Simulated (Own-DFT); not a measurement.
# Stretching a layer in its plane: wurtzite AlN, 72 atoms (Al36N36)

Source: density functional calculations with Own-DFT, an unreviewed in-house program that is no longer used. Nothing was measured or relaxed, and spin and spin-orbit coupling are left out.

Settings: PBE; PseudoDojo norm-conserving scalar-relativistic files; cutoff 42 hartree; 4 x 4 x 3 k mesh centred on Gamma; Gaussian smearing of 0.01 eV.

Limits: k mesh not checked against a denser one; stress not checked against mesh or cutoff.

Unstrained cell vectors in Å: (9.336, 0.000, 0.000); (-4.668, 8.085, 0.000); (0.000, 0.000, 9.964). The unstrained cell has measured lattice constants (interpolated for alloys), not those of this functional. That, the random moves and any unrelaxed bonds set the pressure at no strain. Each run strains x and y alike by e, as a substrate would, and holds the height along z. All atoms carry random offsets, Gaussian with a width of 0.05 Å per axis. Stress is positive in tension.

| e (%) | u (Å) | (s_xx + s_yy)/2 (GPa) | s_zz (GPa) |
|---|---|---|---|
| -3.00 | 0.050 | -26.75 | -8.87 |
| -2.75 | 0.051 | -25.21 | -10.04 |
| -2.50 | 0.049 | -21.61 | -9.24 |
| -2.25 | 0.046 | ? | ? |
| -2.00 | 0.054 | -18.06 | -8.86 |
| -1.25 | 0.049 | -13.10 | -7.85 |
| -0.50 | 0.048 | -8.04 | -7.47 |
| 1.75 | 0.050 | 3.04 | -1.58 |
| 2.00 | 0.051 | 5.48 | -4.59 |
| 2.25 | 0.049 | 6.36 | -2.67 |

## Analysis

With e as a fraction, the in-plane stress is -4.9 + 587 e - 4460 e² GPa (errors 12 and 937, scatter 0.66), and s_zz is -5.9 + 136 e GPa (slope ± 18, scatter 1.08). At e = 0 the first slope is C11 + C12 and the second 2 C13, both with the ions held to the strained lattice and at the cell's own pressure. The term in e² is negative: the layer stiffens under compression and softens under tension. A free layer would change its height as e changes, and the in-plane slope would drop by 2 C13²/C33 to the biaxial modulus. At fixed height, a misfit of 1 % moves the in-plane stress by about 5.9 GPa and s_zz by 1.4 GPa.

## The run left out

The question: what are the two stresses at e = -2.25 %?

Estimate: -20.4 and -8.9 GPa. The run itself gave -19.11 and -10.38 GPa.
